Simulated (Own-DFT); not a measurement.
# Two functionals across a range of volumes: beta-Si3N4, 112 atoms (N64Si48)

The numbers are computed, not measured, by runs of the plane-wave DFT program Own-DFT (in-house, retired, unreviewed) at fixed positions, with no spin and no spin-orbit coupling.

Keep in mind: forces on such cells moved up to 12 meV/angstrom on a denser k mesh; stress not checked against mesh or cutoff.

Each geometry was run with PBE and with PBEsol, otherwise alike: PseudoDojo norm-conserving scalar-relativistic files made for PBE; cutoff 42 hartree; 2 x 2 x 4 k mesh centred on Gamma; Fermi-Dirac smearing of 0.1 eV. Unstrained cell vectors in Å: (15.212, 0.000, 0.000); (-7.606, 13.174, 0.000); (0.000, 0.000, 5.818). Each has a uniform strain, of which the change of volume is shown, and random moves of rms u per axis.

| run | volume change (%) | u (Å) | P with PBE (GPa) | P with PBEsol (GPa) |
|---|---|---|---|---|
| 1 | -1.68 | 0.0499 | 13.43 | 10.99 |
| 2 | -2.22 | 0.0482 | 14.82 | 12.37 |
| 3 | 1.02 | 0.0506 | 5.40 | 3.01 |
| 4 | 0.95 | 0.0512 | 5.61 | 3.22 |
| 5 | 0.57 | 0.0483 | 7.24 | 4.84 |
| 6 | -1.31 | 0.0499 | 11.66 | 9.22 |
| 7 | -0.95 | 0.0483 | 10.99 | 8.57 |
| 8 | -1.02 | 0.0523 | 12.03 | 9.61 |
| 9 | 1.93 | 0.0496 | 3.40 | 1.02 |
| 10 | -2.07 | 0.0516 | 15.38 | 12.94 |
| 11 | -1.02 | 0.0478 | 11.41 | ? |

Question: by how much does PBEsol shrink this cell, and what belongs in the blank?

## Working it out

Write v for the change of volume as a fraction. Fitted to v and u², the PBE pressure has a slope of -288 ± 11 GPa in v, with the ions held to the strained lattice. The difference PBEsol less PBE is -2.41 + 1.7 v GPa (slope ± 0.1) and averages -2.42 GPa. Divided by the mean slope of the two, 287 GPa, that makes PBEsol's volume at a given pressure, near 9 GPa, about 0.8 % smaller, or 0.28 % in lengths. At one volume PBEsol's slope is the smaller by 2 GPa, but its pressure there is lower too. If stiffness rises by about 4 GPa for each GPa, PBEsol at equal pressure is stiffer by about 8 GPa. Files made for PBEsol would give a different shift.

For run 11 the line gives 8.98 GPa. DFT gave 8.98 GPa.
